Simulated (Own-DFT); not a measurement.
# What a defect does to the pressure of its cell: zincblende GaAs

Calculated, not measured: single-point runs of Own-DFT, a retired in-house plane-wave DFT program that no person has reviewed, on unrelaxed cells, without spin or spin-orbit coupling.

Common settings: PBE; PseudoDojo norm-conserving scalar-relativistic files; cutoff 42 hartree; 3 x 3 x 3 k mesh centred on Gamma; Fermi-Dirac smearing of 0.1 eV.

Limits (not all hold for every row): not probed for a lower state with spin; forces not confirmed at this smearing and k mesh; stress not checked against mesh or cutoff.

All runs share one cell, with vectors in Å (11.737, 0.000, 0.000); (0.000, 11.737, 0.000); (0.000, 0.000, 10.919) and a volume of 1504.3 Å³, strained against the parent crystal. Atoms were moved at random from their sites; u is the rms move along one axis. The defect's site can differ from row to row.

| cell | formula | u (Å) | P (GPa) |
|---|---|---|---|
| no defect | As32Ga32 | 0.0281 | 0.73 |
| no defect | As32Ga32 | 0.0284 | 0.74 |
| no defect | As32Ga32 | 0.0530 | 1.17 |
| one Al on a Ga site | AlAs32Ga31 | 0.0298 | 0.73 |
| one Al on a Ga site | AlAs32Ga31 | 0.0304 | 0.74 |
| one Al on a Ga site | AlAs32Ga31 | 0.0481 | 1.01 |
| one Al on a Ga site | AlAs32Ga31 | 0.0495 | ? |
| one In on a Ga site | As32Ga31In | 0.0307 | 1.34 |
| one In on a Ga site | As32Ga31In | 0.0314 | 1.34 |
| one In on a Ga site | As32Ga31In | 0.0509 | 1.59 |
| one As vacancy and one Ga vacancy | As31Ga31 | 0.0304 | 0.54 |
| one As vacancy and one Ga vacancy | As31Ga31 | 0.0472 | 0.60 |
| one As vacancy and one Ga vacancy | As31Ga31 | 0.0505 | 0.69 |
| one P on an As site | As31Ga32P | 0.0305 | 0.53 |
| one P on an As site | As31Ga32P | 0.0330 | 0.60 |
| one P on an As site | As31Ga32P | 0.0494 | 0.85 |

## Worked fit

P = P0 + c u² + a shift for each defect gives P0 = 0.62 GPa, c = 175 ± 17 GPa/Å² and a scatter of 0.05 GPa. The shifts, and each times the cell's volume:

- one In on a Ga site: 0.54 ± 0.04 GPa, 5.0 eV
- one Al on a Ga site: -0.03 ± 0.04 GPa, -0.3 eV (not resolved)
- one P on an As site: -0.22 ± 0.04 GPa, -2.1 eV
- one As vacancy and one Ga vacancy: -0.35 ± 0.04 GPa, -3.2 eV

Against the defect-free cell, a freed cell would be larger where the shift is positive and smaller where it is negative (160.2 GPa Å³ is 1 eV). The atoms around the defects weren't relaxed, which would change these numbers.

## Test on the hidden row

Q: what pressure belongs in the blank (one Al on a Ga site, u = 0.0495 Å)?

The fit gives 1.02 ± 0.06 GPa. The hidden result is 0.99 GPa.
